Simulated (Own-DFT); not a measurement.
Hf36O71 (tetragonal hafnia with one neutral oxygen vacancy, atoms displaced) (calculated)

A calculation, not a measurement: plane-wave PBE and HSE06 DFT by an unreviewed code, no spin, of a simulated cell at Gamma alone, so results move with cell size and shape, stress positive in tension, energies less offsets, not probed for a lower state with spin; hafnium file: forces about 75 meV/angstrom off all-electron values; oxygen file: force components 24 meV/angstrom off all-electron in a glass; k mesh not checked against a denser one; forces and stress are PBE's, HSE06 gives the energy alone, and its difference from PBE has offsets of its own; offsets are fitted by least squares, one for each functional and potential file, so energies compare only between cells with the same atoms and settings and are not formation energies; the far tail of each file's local potential was reset to the Coulomb form; each entry is a single point on an unrelaxed cell, so the pressure reflects the starting lattice, taken from the Materials Project, from which strain is counted, and rises with the displacements; printed positions are rounded, which can move forces by about a meV/angstrom; the program is a retired in-house code; no spin-orbit coupling. Program: Own-DFT development build.

Settings shared by all entries: first functional PBE; second functional HSE06; exact exchange share 0.25; screening 0.11 1/bohr; exchange divergence Gygi-Baldereschi; potential files PseudoDojo norm-conserving, scalar-relativistic, made for PBE, standard set; wave cutoff 48 hartree; occupations fixed; k mesh 1 x 1 x 1 centred on Gamma.

```json
{"entry": 1, "formula": "Hf36O71", "kind": "tetragonal hafnia with one neutral oxygen vacancy, atoms displaced", "structure": {"cell_angstrom": [[10.78, 0.0, 0.0], [0.0, 10.78, 0.0], [0.0, 0.0, 10.4493]], "atoms_fractional": [["Hf", 0.00028, 0.00111, 0.99916], ["Hf", 0.16361, 0.17013, 0.24695], ["O", 0.00032, 0.16558, 0.15492], ["O", 0.16243, 0.99954, 0.34536], ["O", 0.99731, 0.17006, 0.40493], ["O", 0.16594, 0.99742, 0.10097], ["Hf", 0.99921, 0.99827, 0.50306], ["Hf", 0.16702, 0.16421, 0.75509], ["O", 0.00103, 0.169, 0.65404], ["O", 0.16586, 0.0005, 0.85245], ["O", 0.00153, 0.16598, 0.90423], ["O", 0.16195, 0.99895, 0.59816], ["Hf", 0.00078, 0.33275, 0.99674], ["Hf", 0.16667, 0.50201, 0.24724], ["O", 0.99656, 0.50271, 0.15516], ["O", 0.17038, 0.33713, 0.34453], ["O", 0.99737, 0.49542, 0.40658], ["O", 0.16674, 0.33227, 0.10023], ["Hf", 0.99828, 0.33654, 0.50768], ["Hf", 0.16529, 0.49566, 0.74526], ["O", 0.99931, 0.50415, 0.65073], ["O", 0.16849, 0.33479, 0.84554], ["O", 0.99563, 0.5028, 0.90609], ["O", 0.1672, 0.33532, 0.59531], ["Hf", 0.99533, 0.6604, 0.99817], ["Hf", 0.16303, 0.83405, 0.25352], ["O", 0.00288, 0.83471, 0.14935], ["O", 0.16787, 0.67165, 0.35011], ["O", 0.00202, 0.82643, 0.40089], ["O", 0.1744, 0.66707, 0.09901], ["Hf", 0.99883, 0.6679, 0.50144], ["Hf", 0.17016, 0.83292, 0.75032], ["O", 0.9973, 0.83159, 0.65291], ["O", 0.17028, 0.66697, 0.84707], ["O", 0.00019, 0.83173, 0.9033], ["O", 0.16531, 0.66311, 0.60015], ["Hf", 0.33308, 0.99721, 0.00111], ["Hf", 0.50042, 0.16886, 0.25307], ["O", 0.33209, 0.16602, 0.14947], ["O", 0.50329, 0.99988, 0.34606], ["O", 0.33304, 0.16715, 0.40252], ["O", 0.5035, 0.99942, 0.09684], ["Hf", 0.3306, 0.99797, 0.49964], ["Hf", 0.49873, 0.16635, 0.74977], ["O", 0.33444, 0.16215, 0.65158], ["O", 0.49853, 0.99913, 0.84538], ["O", 0.50152, 0.00094, 0.59897], ["Hf", 0.33763, 0.33173, 0.00069], ["Hf", 0.5025, 0.49976, 0.2558], ["O", 0.33058, 0.49754, 0.15057], ["O", 0.50224, 0.33712, 0.34874], ["O", 0.33689, 0.49171, 0.40158], ["O", 0.50121, 0.32876, 0.09979], ["Hf", 0.33542, 0.3368, 0.49963], ["Hf", 0.4981, 0.50102, 0.74779], ["O", 0.33015, 0.49466, 0.65179], ["O", 0.49592, 0.32879, 0.8514], ["O", 0.33551, 0.49455, 0.9005], ["O", 0.49862, 0.33596, 0.6006], ["Hf", 0.32936, 0.66889, 0.00395], ["Hf", 0.50053, 0.83166, 0.24769], ["O", 0.337, 0.83521, 0.15255], ["O", 0.49778, 0.66807, 0.35196], ["O", 0.33453, 0.83179, 0.40523], ["O", 0.50273, 0.67215, 0.09862], ["Hf", 0.33265, 0.66773, 0.49936], ["Hf", 0.50311, 0.83406, 0.75264], ["O", 0.32958, 0.83402, 0.64997], ["O", 0.50184, 0.66353, 0.84852], ["O", 0.33146, 0.83335, 0.90194], ["O", 0.50298, 0.6671, 0.60082], ["Hf", 0.66592, 0.00155, 0.99883], ["Hf", 0.83169, 0.16498, 0.24827], ["O", 0.66573, 0.16564, 0.1489], ["O", 0.83584, 0.99874, 0.35422], ["O", 0.66882, 0.1714, 0.40608], ["O", 0.83287, 0.00258, 0.09984], ["Hf", 0.66712, 0.00442, 0.49894], ["Hf", 0.82711, 0.16275, 0.74748], ["O", 0.66607, 0.17115, 0.65417], ["O", 0.83336, 0.00276, 0.84363], ["O", 0.66807, 0.16618, 0.9016], ["O", 0.8316, 0.99859, 0.60116], ["Hf", 0.67209, 0.33178, 0.99953], ["Hf", 0.83118, 0.49897, 0.24802], ["O", 0.66222, 0.49992, 0.15303], ["O", 0.83769, 0.33444, 0.35048], ["O", 0.66774, 0.50052, 0.40024], ["O", 0.83364, 0.3287, 0.09627], ["Hf", 0.6653, 0.33402, 0.50011], ["Hf", 0.82819, 0.49467, 0.75083], ["O", 0.66654, 0.49789, 0.64858], ["O", 0.82925, 0.33978, 0.84501], ["O", 0.66585, 0.49752, 0.9053], ["O", 0.8349, 0.32819, 0.59615], ["Hf", 0.67021, 0.67072, 0.00143], ["Hf", 0.82934, 0.83189, 0.25073], ["O", 0.66583, 0.83688, 0.15165], ["O", 0.83405, 0.666, 0.34785], ["O", 0.66662, 0.8345, 0.40367], ["O", 0.83278, 0.66614, 0.10093], ["Hf", 0.66493, 0.67302, 0.49961], ["Hf", 0.82866, 0.83204, 0.75089], ["O", 0.6652, 0.83147, 0.65501], ["O", 0.83788, 0.67095, 0.84237], ["O", 0.67004, 0.83346, 0.90318], ["O", 0.83551, 0.6641, 0.59757]]}, "results": {"PBE_energy_of_cell_above_offsets [eV]": "-100.859", "HSE06_less_PBE_above_offsets [eV]": "-0.147", "PBE_pressure [GPa]": 0.85, "PBE_stress_xx [GPa]": -0.31, "PBE_stress_yy [GPa]": -0.91, "PBE_stress_zz [GPa]": -1.31, "PBE_stress_yz [GPa]": 1.05, "PBE_stress_xz [GPa]": -0.02, "PBE_stress_xy [GPa]": 0.09, "force_element": ["Hf", "Hf", "O", "O", "O", "O", "Hf", "Hf", "O", "O", "O", "O", "Hf", "Hf", "O", "O", "O", "O", "Hf", "Hf", "O", "O", "O", "O", "Hf", "Hf", "O", "O", "O", "O", "Hf", "Hf", "O", "O", "O", "O", "Hf", "Hf", "O", "O", "O", "O", "Hf", "Hf", "O", "O", "O", "Hf", "Hf", "O", "O", "O", "O", "Hf", "Hf", "O", "O", "O", "O", "Hf", "Hf", "O", "O", "O", "O", "Hf", "Hf", "O", "O", "O", "O", "Hf", "Hf", "O", "O", "O", "O", "Hf", "Hf", "O", "O", "O", "O", "Hf", "Hf", "O", "O", "O", "O", "Hf", "Hf", "O", "O", "O", "O", "Hf", "Hf", "O", "O", "O", "O", "Hf", "Hf", "O", "O", "O", "O"], "force_x [eV/angstrom]": [0.366, 0.547, -0.598, 0.247, 0.296, 0.236, -0.256, 0.095, -0.391, 0.432, -0.177, 0.847, 0.651, -0.006, 0.581, -0.098, 0.297, -0.654, 0.429, 0.351, -0.486, -0.381, 0.187, 0.273, 1.078, 0.042, -1.024, 0.405, -0.158, -2.132, 0.081, -1.212, 0.341, -0.11, -0.112, 0.602, -0.253, -0.716, 0.457, 0.026, 0.34, -0.562, 0.135, -0.59, -0.493, -0.016, -0.016, 0.059, -0.716, 1.026, 0.232, -0.021, 0.245, -0.879, -0.303, 0.736, -0.064, 0.006, 0.364, 1.226, -0.369, -0.59, 0.137, 0.06, -0.064, -0.266, -1.022, 1.107, 0.174, 0.205, -0.921, 0.198, 0.719, 0.123, -0.381, -0.204, -0.074, -0.18, 1.252, -0.303, -0.051, 0.242, -0.29, -1.459, -0.088, 0.822, -0.763, -0.261, 0.461, 0.426, 0.371, -0.052, 0.322, 0.309, -1.041, -1.211, 1.273, 0.549, -0.311, 0.17, -0.2, 0.818, 1.447, 0.0, -0.462, -0.209, -1.239], "force_y [eV/angstrom]": [-1.13, 0.137, 0.065, 0.255, -0.623, 0.218, 0.444, 0.27, -0.347, -0.059, 0.684, -0.038, -0.227, -0.336, 0.069, -0.379, 1.338, 0.09, -0.741, 1.017, -0.762, -0.712, -1.371, 0.003, 2.118, 0.376, -0.249, -1.482, 1.439, -0.149, -0.976, -0.429, 0.193, -0.543, 0.262, 0.254, 0.847, -0.056, -0.156, 0.156, -0.284, 0.031, 0.691, 0.212, -0.003, 0.212, -0.246, -0.261, 0.343, 0.223, -1.066, 2.382, 0.135, -1.127, -0.509, 0.508, 0.17, 0.996, -0.226, -0.964, 0.221, -0.011, -0.187, 0.464, -0.077, -0.5, -0.723, -0.043, 0.79, 0.007, -0.148, 0.287, 0.298, 0.007, -0.037, -0.823, -0.099, -0.315, 0.76, -0.273, -0.68, 0.036, 0.353, 0.036, -0.19, -0.092, -0.22, 0.364, 0.26, 1.059, 1.884, -0.115, -2.127, 0.797, 0.447, -1.02, 0.276, -0.328, 0.137, 0.314, 0.126, -1.261, 0.487, -0.035, -1.492, 0.259, 0.444], "force_z [eV/angstrom]": [0.565, 0.814, -0.483, 0.648, 0.163, -0.655, -0.751, -0.738, 0.527, -0.238, -0.148, 0.127, 0.718, 0.632, -0.538, -0.105, -0.431, -0.839, -1.331, 0.2, 0.87, 0.44, -0.641, 0.423, 0.476, -0.836, 0.653, 0.015, 0.016, 0.25, 0.172, 0.291, 0.035, 0.086, 0.206, -0.414, 0.39, -0.841, 0.123, 0.119, 0.005, -0.285, 0.24, 0.09, 0.884, 0.496, -0.466, -0.117, -0.83, 0.372, 0.337, -0.173, -0.037, 0.303, 0.659, -0.225, -0.396, 0.334, -0.192, -1.049, 0.063, 0.177, -0.113, -0.279, -0.021, 0.252, -0.318, 0.146, -0.213, -0.089, -0.185, 0.569, 0.803, 0.692, -0.694, -0.69, -0.282, 0.105, -0.096, -0.547, 0.727, -0.236, -0.214, 0.181, 1.312, -0.161, -1.001, 0.245, 0.098, 0.294, -1.195, 0.511, 0.742, -0.267, 0.73, -0.113, 0.069, 0.023, -0.333, -0.224, -0.37, 0.288, -0.443, -0.433, 1.093, -0.241, -0.281]}}
{"entry": 2, "formula": "Hf36O71", "kind": "tetragonal hafnia with one neutral oxygen vacancy, atoms displaced", "structure": {"cell_angstrom": [[10.78, 0.0, 0.0], [0.0, 10.78, 0.0], [0.0, 0.0, 10.4493]], "atoms_fractional": [["Hf", 0.01835, 0.00965, 0.99754], ["Hf", 0.16141, 0.17462, 0.24723], ["O", 0.00971, 0.16943, 0.15108], ["O", 0.16555, 0.99494, 0.33878], ["O", 0.00923, 0.16485, 0.39953], ["O", 0.17408, 0.00248, 0.10336], ["Hf", 0.00111, 0.00563, 0.5051], ["Hf", 0.1684, 0.16625, 0.75337], ["O", 0.17758, 0.99954, 0.84089], ["O", 0.99364, 0.16037, 0.90682], ["O", 0.17086, 0.00147, 0.59852], ["Hf", 0.00409, 0.34045, 0.98907], ["Hf", 0.1674, 0.51109, 0.25173], ["O", 0.0008, 0.50293, 0.1526], ["O", 0.16141, 0.34625, 0.347], ["O", 0.99863, 0.5005, 0.40062], ["O", 0.1569, 0.32889, 0.10751], ["Hf", 0.99513, 0.34327, 0.49993], ["Hf", 0.15579, 0.50527, 0.76346], ["O", 0.98795, 0.49727, 0.64607], ["O", 0.15948, 0.33657, 0.84242], ["O", 0.99322, 0.50333, 0.89689], ["O", 0.15859, 0.33613, 0.58625], ["Hf", 0.01461, 0.66686, 0.99498], ["Hf", 0.16427, 0.83555, 0.24065], ["O", 0.00855, 0.83872, 0.14503], ["O", 0.16117, 0.67071, 0.34809], ["O", 0.00619, 0.82907, 0.40969], ["O", 0.17678, 0.67071, 0.10959], ["Hf", 0.99467, 0.66101, 0.49646], ["Hf", 0.16106, 0.83851, 0.75009], ["O", 0.98588, 0.83444, 0.63779], ["O", 0.15277, 0.67778, 0.84582], ["O", 0.00684, 0.84122, 0.88415], ["O", 0.16083, 0.66288, 0.60798], ["Hf", 0.34138, 0.99362, 0.00379], ["Hf", 0.49216, 0.16296, 0.26293], ["O", 0.34066, 0.16804, 0.16118], ["O", 0.49864, 0.99503, 0.34408], ["O", 0.34408, 0.166, 0.40631], ["O", 0.49192, 0.00128, 0.08658], ["Hf", 0.3286, 0.00187, 0.50512], ["Hf", 0.50898, 0.16728, 0.74252], ["O", 0.32707, 0.17526, 0.66257], ["O", 0.50797, 0.0018, 0.84053], ["O", 0.33449, 0.1543, 0.89689], ["O", 0.49453, 0.00727, 0.58719], ["Hf", 0.33404, 0.3335, 0.99374], ["Hf", 0.49595, 0.5033, 0.25435], ["O", 0.34281, 0.50219, 0.15117], ["O", 0.51048, 0.32814, 0.34791], ["O", 0.32576, 0.49328, 0.39861], ["O", 0.49307, 0.33667, 0.10237], ["Hf", 0.35122, 0.33569, 0.4998], ["Hf", 0.49492, 0.4924, 0.74405], ["O", 0.32865, 0.49658, 0.65534], ["O", 0.50721, 0.34671, 0.84524], ["O", 0.32388, 0.48587, 0.90607], ["O", 0.49545, 0.32891, 0.60049], ["Hf", 0.34032, 0.6625, 0.98619], ["Hf", 0.49272, 0.84098, 0.24454], ["O", 0.3377, 0.84201, 0.15331], ["O", 0.49215, 0.66523, 0.35817], ["O", 0.32885, 0.83186, 0.40602], ["O", 0.49258, 0.66911, 0.09946], ["Hf", 0.33169, 0.67554, 0.50913], ["Hf", 0.50956, 0.82813, 0.74838], ["O", 0.34393, 0.82968, 0.64892], ["O", 0.50171, 0.66217, 0.84743], ["O", 0.32649, 0.84782, 0.89483], ["O", 0.51515, 0.66214, 0.59201], ["Hf", 0.65952, 0.01694, 0.99833], ["Hf", 0.84048, 0.16287, 0.2487], ["O", 0.66997, 0.16524, 0.1585], ["O", 0.83249, 0.99348, 0.34908], ["O", 0.64936, 0.15377, 0.40843], ["O", 0.82275, 0.00085, 0.10405], ["Hf", 0.66136, 0.00189, 0.4932], ["Hf", 0.84075, 0.16878, 0.74549], ["O", 0.66713, 0.16455, 0.64519], ["O", 0.82508, 0.00307, 0.8576], ["O", 0.66708, 0.16997, 0.91837], ["O", 0.84324, 0.99474, 0.5997], ["Hf", 0.66044, 0.34389, 0.99013], ["Hf", 0.81759, 0.49682, 0.24335], ["O", 0.68058, 0.50561, 0.14754], ["O", 0.82163, 0.33791, 0.34873], ["O", 0.6646, 0.5124, 0.40638], ["O", 0.84818, 0.3435, 0.10636], ["Hf", 0.67814, 0.32717, 0.50953], ["Hf", 0.82765, 0.50135, 0.73618], ["O", 0.66861, 0.49631, 0.64952], ["O", 0.82992, 0.33343, 0.85367], ["O", 0.66707, 0.49351, 0.89676], ["O", 0.81776, 0.32664, 0.60171], ["Hf", 0.66959, 0.66525, 0.00229], ["Hf", 0.83762, 0.84237, 0.24362], ["O", 0.66365, 0.82333, 0.1578], ["O", 0.83971, 0.66894, 0.35983], ["O", 0.66103, 0.83482, 0.40023], ["O", 0.8379, 0.67122, 0.08954], ["Hf", 0.66532, 0.65944, 0.49829], ["Hf", 0.83812, 0.82808, 0.76621], ["O", 0.67551, 0.83823, 0.65113], ["O", 0.83519, 0.66743, 0.86203], ["O", 0.66913, 0.8319, 0.89109], ["O", 0.82168, 0.67147, 0.59426]]}, "results": {"PBE_energy_of_cell_above_offsets [eV]": "-88.777", "HSE06_less_PBE_above_offsets [eV]": "0.463", "PBE_pressure [GPa]": 4.83, "PBE_stress_xx [GPa]": -5.04, "PBE_stress_yy [GPa]": -4.88, "PBE_stress_zz [GPa]": -4.57, "PBE_stress_yz [GPa]": 1.31, "PBE_stress_xz [GPa]": -2.86, "PBE_stress_xy [GPa]": 0.22, "force_element": ["Hf", "Hf", "O", "O", "O", "O", "Hf", "Hf", "O", "O", "O", "Hf", "Hf", "O", "O", "O", "O", "Hf", "Hf", "O", "O", "O", "O", "Hf", "Hf", "O", "O", "O", "O", "Hf", "Hf", "O", "O", "O", "O", "Hf", "Hf", "O", "O", "O", "O", "Hf", "Hf", "O", "O", "O", "O", "Hf", "Hf", "O", "O", "O", "O", "Hf", "Hf", "O", "O", "O", "O", "Hf", "Hf", "O", "O", "O", "O", "Hf", "Hf", "O", "O", "O", "O", "Hf", "Hf", "O", "O", "O", "O", "Hf", "Hf", "O", "O", "O", "O", "Hf", "Hf", "O", "O", "O", "O", "Hf", "Hf", "O", "O", "O", "O", "Hf", "Hf", "O", "O", "O", "O", "Hf", "Hf", "O", "O", "O", "O"], "force_x [eV/angstrom]": [-1.804, 2.113, -2.777, 0.374, -1.08, -0.198, -0.203, -0.261, -1.819, 0.538, -1.31, -1.313, -0.21, 0.498, -0.261, -0.018, 2.068, 2.202, 0.198, 0.928, -0.145, 1.397, 0.583, -2.347, 0.877, -1.567, 0.487, -0.015, 0.165, -0.705, -0.562, 2.314, 1.33, -0.008, 0.696, -3.168, 1.684, -1.959, -0.417, -0.459, 3.685, 0.516, -2.13, 1.487, 0.325, 0.045, 0.438, -0.024, -0.037, -1.911, -0.619, 1.383, 1.266, -4.825, 0.733, 0.17, -0.516, -0.439, 3.217, 0.386, 2.529, -1.603, -0.509, 0.104, 0.623, 0.356, 1.79, -1.093, -1.322, 0.643, -4.137, 1.84, -0.813, -0.553, 0.487, 1.188, 1.999, 1.455, 0.162, 0.673, 0.27, -0.928, -1.436, 1.001, 6.638, -6.354, -0.329, 0.117, -1.336, -5.447, 0.026, -1.577, 0.481, 0.159, 5.836, 0.791, -0.954, -0.017, -0.288, -0.028, 0.399, 1.664, -1.236, -1.53, 0.077, -0.893, 2.076], "force_y [eV/angstrom]": [-2.62, 0.369, -1.403, 1.592, 1.2, 0.29, -2.588, 0.181, 1.119, 2.352, 0.217, -0.578, -1.203, 1.106, -1.963, -0.458, 0.474, -0.746, 0.021, -0.237, -0.874, 0.281, -0.501, 0.707, -0.137, -0.029, -0.206, 1.39, -0.342, 2.3, 0.256, -0.527, -2.17, 0.167, -0.056, 1.528, 0.665, 0.218, 0.281, 0.365, -0.159, -0.941, -1.207, 0.048, 0.074, 2.765, 0.507, -3.761, 0.031, -0.004, 2.005, 1.122, 0.33, -0.126, 2.786, 0.2, -3.569, 3.931, 0.362, 1.016, -2.435, -0.198, 0.175, 0.635, -0.426, -0.544, 0.995, -0.48, -0.595, -3.911, -0.023, -3.634, -0.017, 0.11, 2.123, 3.578, -0.005, -4.488, -2.019, 0.27, 0.582, 2.952, 2.723, -1.911, 1.289, 0.091, -1.771, -4.734, -0.936, 0.289, 1.235, -0.934, -0.201, 3.017, -0.03, 1.804, -2.211, -0.075, -0.055, -0.158, 0.277, 4.998, 1.777, 0.488, -1.314, -0.587, -1.569], "force_z [eV/angstrom]": [1.226, 1.889, -0.867, 0.862, 0.533, -1.406, -1.044, -1.105, 0.972, -1.679, 0.933, 2.756, 0.134, -0.805, -0.498, 0.085, -2.551, -1.172, -3.811, 0.363, 0.922, -0.468, 1.04, 2.24, 2.585, -1.003, 0.659, -1.354, -2.73, -0.226, -2.474, 2.202, 1.53, 1.704, -0.205, -1.089, -1.215, -0.934, 0.15, 0.594, 2.341, -2.037, 0.793, -0.993, -0.381, 1.058, 1.398, 3.624, 0.757, -0.619, 0.737, 0.561, -1.632, -1.745, -1.485, 0.567, 1.115, -1.75, 1.5, 2.249, 1.984, -1.247, -1.691, 0.073, -0.988, -1.083, -0.678, 0.348, 0.184, 0.066, 2.687, 1.017, -0.862, 0.42, 0.354, -0.888, -0.104, 1.651, 1.106, 1.107, -1.184, -2.938, 0.092, 3.229, 3.185, -2.719, 1.183, -2.241, -1.175, -4.895, 2.767, -0.27, -1.336, -0.544, 2.522, -0.05, 0.647, -0.848, -2.349, 0.172, 0.622, -1.277, -2.023, 0.729, -1.685, 1.828, 2.3]}}
```
